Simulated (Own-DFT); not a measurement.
# Short bonds, stiff crystals?

The numbers are computed, not measured, by runs of the plane-wave DFT program Own-DFT (in-house, retired, unreviewed) at fixed positions, with no spin and no spin-orbit coupling.

Limits (not all hold for every row): forces on such cells moved up to 12 meV/angstrom on a denser k mesh; forces not confirmed at this smearing and k mesh; k mesh not checked against a denser one; forces on such cells passed a denser k mesh, each cell not checked; stress not checked against mesh or cutoff.

All runs are PBE with PseudoDojo norm-conserving files; cutoff and k mesh are each material's own. Every cell starts from measured lattice constants and was given uniform random strains and small random moves of its atoms. Each triple is the change of volume in per cent, the rms move u in Å and the pressure in GPa.

- 2H SiC (C36Si36), 10.36 Å³/atom unstrained: (-1.21, 0.043, 7.99); (-0.99, 0.053, 8.68); (-0.59, 0.050, 6.21); (-0.43, 0.052, 6.98); (-0.07, 0.046, 5.55); (2.61, 0.053, -0.04); (3.09, 0.047, -1.37)
- wurtzite AlN (Al36N36), 10.45 Å³/atom unstrained: (-2.65, 0.049, 12.24); (-1.67, 0.053, 9.94); (-0.23, 0.048, 6.08); (0.47, 0.051, 4.77); (1.35, 0.048, 2.82); (1.92, 0.051, 2.04); (3.05, 0.049, -0.63)
- wurtzite GaN (Ga48N48), 11.42 Å³/atom unstrained: withheld
- diamond silicon (Si64), 20.02 Å³/atom unstrained: (-3.90, 0.047, 6.84); (-2.15, 0.049, 4.65); (-1.64, 0.047, 4.31); (-0.55, 0.054, 3.16); (1.07, 0.052, 1.59); (1.42, 0.046, 1.24); (3.51, 0.049, -0.65)
- zincblende GaAs (As32Ga32), 22.58 Å³/atom unstrained: (-1.86, 0.056, 5.87); (-0.97, 0.050, 4.77); (-0.96, 0.047, 4.85); (-0.71, 0.049, 4.52); (-0.42, 0.048, 4.56); (-0.11, 0.054, 4.20); (3.96, 0.049, 1.48)
- zincblende InP (In32P32), 25.27 Å³/atom unstrained: (-1.65, 0.057, 5.14); (-1.08, 0.048, 4.51); (-1.03, 0.050, 4.45); (1.20, 0.053, 2.89); (1.64, 0.052, 2.46); (2.33, 0.054, 2.09); (3.72, 0.046, 1.24)
- grey tin (Sn64), 34.15 Å³/atom unstrained: (-3.74, 0.048, 5.85); (-2.51, 0.049, 5.10); (-1.53, 0.055, 4.64); (-1.45, 0.053, 4.47); (-1.05, 0.052, 4.38); (-0.46, 0.049, 3.98); (1.94, 0.050, 2.74)

## Fit

Fit a line to each set against the fractional change of volume; B is minus its slope, and u is nearly the same within a set. To take it to zero pressure, assume that B rises by 4 GPa for each GPa: B0 = B - 4 x (mean pressure). The bond length of an ideal tetrahedral crystal with the unstrained volume v is d = (√3/4)(8 v)^(1/3). Cohen's empirical rule reads B0 = (1971 - 220 L) d^(-3.5) GPa, with L = 0 for group IV crystals and SiC and 1 for III-V compounds.

```
material,L,d (Å),B (GPa),mean P (GPa),B0 (GPa),rule (GPa)
2H SiC (C36Si36),0,1.888,223 ± 13,4.9,204 ± 13,213
wurtzite AlN (Al36N36),1,1.893,224 ± 7,5.3,203 ± 7,188
wurtzite GaN (Ga48N48),1,1.950,?,?,?,169
diamond silicon (Si64),0,2.352,100 ± 3,3.0,88 ± 3,99
zincblende GaAs (As32Ga32),1,2.448,71 ± 4,4.3,54 ± 4,76
zincblende InP (In32P32),1,2.541,72 ± 3,3.3,59 ± 3,67
grey tin (Sn64),0,2.810,54 ± 1,4.5,37 ± 1,53
```

A line through ln[B0/(1971 - 220 L)] against ln d has a slope of -4.4 ± 0.3 and a scatter of 10 %. Against the rule, B0 stands at 96 % for 2H SiC, 108 % for wurtzite AlN, 89 % for diamond silicon, 71 % for zincblende GaAs, 88 % for zincblende InP, 69 % for grey tin. PBE tends to make silicon and heavier crystals too soft, and the rule itself is only a guide.

## The run left out

Asked: what B0 does the fitted trend give for wurtzite GaN (Ga48N48)?

The straight line predicts 168 GPa. Its own runs give B = 203 ± 10 GPa at a mean pressure of 7.8 GPa, so B0 = 171 GPa.
